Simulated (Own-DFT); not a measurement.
SiC (2H silicon carbide, strained, atoms displaced) (calculated)

Computed with Own-DFT development build. A calculation, not a measurement: plane-wave PBE density functional theory by an unreviewed code, no spin, of a simulated periodic cell, stress positive in tension, free energy of the whole cell less one offset for each atom, forces on such cells passed a denser k mesh, this cell's mesh not checked; offsets are fitted by least squares, one for each functional and potential file, so energies compare only between cells with the same atoms and settings and are not formation energies; the far tail of each file's local potential was reset to the Coulomb form; each entry is a single point on an unrelaxed cell, so the pressure reflects the starting lattice, mostly measured values (interpolated for alloys), from which strain is counted, and rises with the displacements; printed positions are rounded, which can move forces by about a meV/angstrom; the program, named Own-DFT, is a retired in-house code; no spin-orbit coupling; before rounding, a Quantum ESPRESSO 7.3.1 run of the same cell and cutoff gave forces within 1 meV/angstrom rms on each cell, which checks the program and not the settings.

Settings shared by all entries: functional PBE; potential files PseudoDojo norm-conserving, scalar-relativistic, standard set; wave cutoff 42 hartree; occupations Fermi-Dirac; smearing width 0.1 eV; k mesh 5 x 5 x 3 centred on Gamma.

(1) SiC (2H silicon carbide, strained, atoms displaced)

```
cell vectors (Å)
   6.2257    -0.0774     0.0055
  -3.1799     5.4591     0.0356
   0.0089     0.0723    10.0763
atoms (fractions of the cell vectors)
Si  0.01066  0.01745  0.00206
Si  0.16909  0.33890  0.24727
C   0.00907  0.99767  0.18536
C   0.16722  0.32857  0.43499
Si  0.98115  0.99499  0.49905
Si  0.15953  0.33206  0.74938
C   0.99384  0.99242  0.68884
C   0.15059  0.33117  0.93900
Si  0.97972  0.49719  0.99644
Si  0.16294  0.82781  0.24940
C   0.99746  0.50400  0.18716
C   0.15674  0.82115  0.44008
Si  0.98916  0.48722  0.49616
Si  0.16183  0.83781  0.74773
C   0.99510  0.49392  0.69223
C   0.17502  0.83825  0.92608
Si  0.49499  0.99911  0.99949
Si  0.65244  0.32154  0.25555
C   0.47997  0.97525  0.18759
C   0.65736  0.35432  0.43181
Si  0.50329  0.00469  0.49443
Si  0.67228  0.33622  0.74638
C   0.48639  0.98762  0.68645
C   0.67063  0.32716  0.94234
Si  0.49737  0.50905  0.99533
Si  0.66922  0.86408  0.25274
C   0.50427  0.50778  0.19267
C   0.65580  0.84339  0.43337
Si  0.49689  0.49080  0.49527
Si  0.66093  0.84441  0.75412
C   0.49702  0.51406  0.69128
C   0.68195  0.84656  0.93660
```

- free energy of cell above offsets: -2.601 eV
- pressure: -0.26 GPa
- stress xx: -0.33 GPa
- stress yy: 6.19 GPa
- stress zz: -5.07 GPa
- stress yz: 2.17 GPa
- stress xz: -0.12 GPa
- stress xy: -5.14 GPa

Force:
```
element  x (eV/Å)  y (eV/Å)  z (eV/Å)
     Si     0.486    -1.852    -0.805
     Si      0.19    -0.184    -0.494
      C    -1.312     1.143     0.867
      C     -1.28    -0.357     0.422
     Si     1.793    -0.026     0.119
     Si     0.448    -0.347     0.168
      C    -0.816     1.116    -0.644
      C     0.936     1.613    -0.423
     Si     2.855     1.661         1
     Si     -1.37     -0.85     0.935
      C    -0.276     -1.36     0.072
      C    -0.353     1.033    -0.395
     Si     0.671     1.145     0.774
     Si     0.062    -0.994    -0.973
      C     0.225     0.687    -1.678
      C    -1.235     -0.24     2.816
     Si      0.77    -0.505    -0.426
     Si    -0.171     1.465    -3.157
      C    -0.093      3.11    -0.512
      C     3.045    -2.915     1.518
     Si    -2.087    -0.325     1.308
     Si    -1.953    -0.895     0.976
      C     0.554     2.241    -0.726
      C    -3.246    -0.071    -1.531
     Si     0.527    -0.427     1.152
     Si     2.715    -3.418    -1.305
      C     -0.02     0.278    -0.963
      C     1.027    -0.617     0.883
     Si    -2.838      2.52     1.726
     Si     0.883    -0.824    -0.891
      C     1.124    -1.199    -0.764
      C     -1.26    -0.605      0.95
```

(2) SiC (2H silicon carbide, strained, atoms displaced)

```
cell vectors (Å)
   6.2386     0.1144    -0.0663
  -3.0202     5.2097     0.0628
  -0.1083     0.0559    10.1923
atoms (fractions of the cell vectors)
Si  0.01045  0.01000  0.00573
Si  0.15135  0.31128  0.24527
C   0.01705  0.00756  0.18896
C   0.14194  0.31822  0.43160
Si  0.02171  0.99801  0.49705
Si  0.15111  0.32736  0.73959
C   0.99336  0.98641  0.68457
C   0.16691  0.32708  0.93409
Si  0.00374  0.50183  0.99657
Si  0.16075  0.82484  0.25276
C   0.00642  0.50689  0.18614
C   0.15989  0.82906  0.43169
Si  0.00142  0.50008  0.50357
Si  0.17234  0.84570  0.74664
C   0.98991  0.49506  0.68985
C   0.17185  0.84184  0.93894
Si  0.49224  0.99227  0.00686
Si  0.66006  0.32445  0.25619
C   0.49978  0.99338  0.18777
C   0.65767  0.32435  0.44156
Si  0.50452  0.00124  0.50665
Si  0.65578  0.32651  0.75285
C   0.49295  0.02150  0.69060
C   0.66879  0.33238  0.93207
Si  0.49789  0.50408  0.00380
Si  0.67117  0.83668  0.25332
C   0.50917  0.50327  0.19255
C   0.67289  0.83665  0.44263
Si  0.50197  0.49640  0.50027
Si  0.67156  0.83827  0.74866
C   0.49662  0.49224  0.69319
C   0.66845  0.84174  0.93795
```

* free energy of cell above offsets: -2.576 eV
* pressure: 3.25 GPa
* stress xx: 2.26 GPa
* stress yy: -12.09 GPa
* stress zz: 0.06 GPa
* stress yz: 0.92 GPa
* stress xz: -3.27 GPa
* stress xy: 10.03 GPa

Force:
```
element  x (eV/Å)  y (eV/Å)  z (eV/Å)
     Si    -0.741    -1.442    -1.337
     Si     0.603     4.922     1.503
      C    -1.572    -3.169    -0.823
      C     1.953     1.604     0.811
     Si    -3.586    -0.273     0.862
     Si     2.162    -0.037     2.053
      C    -0.784     1.303    -0.589
      C    -0.287     1.505     0.096
     Si    -0.618    -0.417    -0.029
     Si     1.571     0.538    -0.952
      C    -0.711    -1.983    -0.096
      C     2.369     -0.39      1.43
     Si    -0.916    -0.979    -0.679
     Si     0.256    -1.623     1.897
      C    -0.388     1.052    -0.741
      C    -0.061    -0.496    -0.411
     Si     0.615      1.31    -1.736
     Si     0.925     0.617    -0.955
      C    -0.712     0.264     1.078
      C      0.84     1.009    -0.403
     Si    -0.266    -0.752    -0.824
     Si     0.847      2.45     0.745
      C     1.754    -3.757    -1.408
      C    -0.322     0.208     2.286
     Si     1.059     -0.41    -1.085
     Si     0.355    -0.414     0.235
      C    -1.207    -0.671    -0.428
      C     0.244    -0.259    -0.254
     Si    -1.222     0.054     0.239
     Si     -0.94    -0.719     0.653
      C    -1.907     1.167    -1.575
      C     0.689    -0.213     0.439
```

(3) SiC (2H silicon carbide, strained, atoms displaced)

```
cell vectors (Å)
   6.2033    -0.1103     0.0183
  -3.1971     5.3800     0.0920
   0.0299     0.1907     9.9678
atoms (fractions of the cell vectors)
Si  0.98345  0.98651  0.98827
Si  0.16447  0.32729  0.24760
C   0.99105  0.98717  0.17956
C   0.17806  0.32839  0.43363
Si  0.99221  0.99622  0.50316
Si  0.17225  0.32556  0.74930
C   0.98977  0.00420  0.68514
C   0.15937  0.31778  0.93915
Si  0.99533  0.49760  0.00417
Si  0.14644  0.82055  0.25284
C   0.01534  0.51849  0.19144
C   0.15912  0.84673  0.44400
Si  0.02111  0.51941  0.50405
Si  0.16912  0.83817  0.75158
C   0.00910  0.51676  0.69874
C   0.16647  0.84200  0.93653
Si  0.51131  0.00853  0.99203
Si  0.66980  0.34499  0.24672
C   0.50186  0.99158  0.18161
C   0.66260  0.34522  0.43617
Si  0.49004  0.98996  0.49498
Si  0.67146  0.33413  0.75632
C   0.48913  0.99048  0.68425
C   0.66384  0.32753  0.93871
Si  0.51196  0.49543  0.99604
Si  0.65893  0.82709  0.24875
C   0.49669  0.49764  0.18802
C   0.65602  0.82384  0.43535
Si  0.51871  0.51817  0.50164
Si  0.64852  0.82861  0.74838
C   0.49531  0.49565  0.68288
C   0.65404  0.82714  0.93149
```

* stress xx: withheld

Question: What stress xx does the calculation give for SiC (2H silicon carbide, strained, atoms displaced) (entry 3)?
Answer: -0.19 GPa

Question: Give the table of force values for SiC (2H silicon carbide, strained, atoms displaced) (entry 3).
Answer: 
Force:
```
element  x (eV/Å)  y (eV/Å)  z (eV/Å)
     Si     1.084     0.357     1.757
     Si    -0.363    -0.498    -0.224
      C    -0.246     0.651     0.941
      C    -1.428     1.179     1.226
     Si    -0.517     1.288    -0.876
     Si    -2.079     0.757     0.272
      C     0.593    -0.864     1.121
      C     0.013     1.842    -0.213
     Si     1.656      0.78    -0.886
     Si      1.25     3.415    -0.361
      C    -0.331    -3.381    -0.989
      C     0.991    -1.037    -1.502
     Si    -1.101    -2.691    -0.242
     Si    -1.487     0.194    -0.061
      C      0.71    -2.004    -1.553
      C     0.417    -0.887     0.125
     Si    -1.367    -2.878     2.039
     Si     0.299    -1.716      0.64
      C     -0.97     1.224     1.149
      C     2.157     -0.65      0.59
     Si     0.319     2.366     0.131
     Si    -0.445    -0.098    -2.703
      C     0.851     1.712      0.35
      C     0.503     1.793     0.053
     Si    -2.783    -0.434     1.042
     Si     0.088     0.282    -0.811
      C     0.675     0.139    -1.231
      C     -0.19     2.927    -0.038
     Si    -0.823    -3.947    -0.945
     Si     1.021    -0.234    -0.979
      C      1.31     0.558     1.889
      C     0.193    -0.145     0.289
```

Further results for SiC (2H silicon carbide, strained, atoms displaced) (entry 3):

- free energy of cell above offsets: -2.270 eV
- pressure: 6.67 GPa
- stress yy: -7.52 GPa
- stress zz: -12.29 GPa
- stress yz: 6.41 GPa
- stress xz: 1.46 GPa
- stress xy: -6.55 GPa
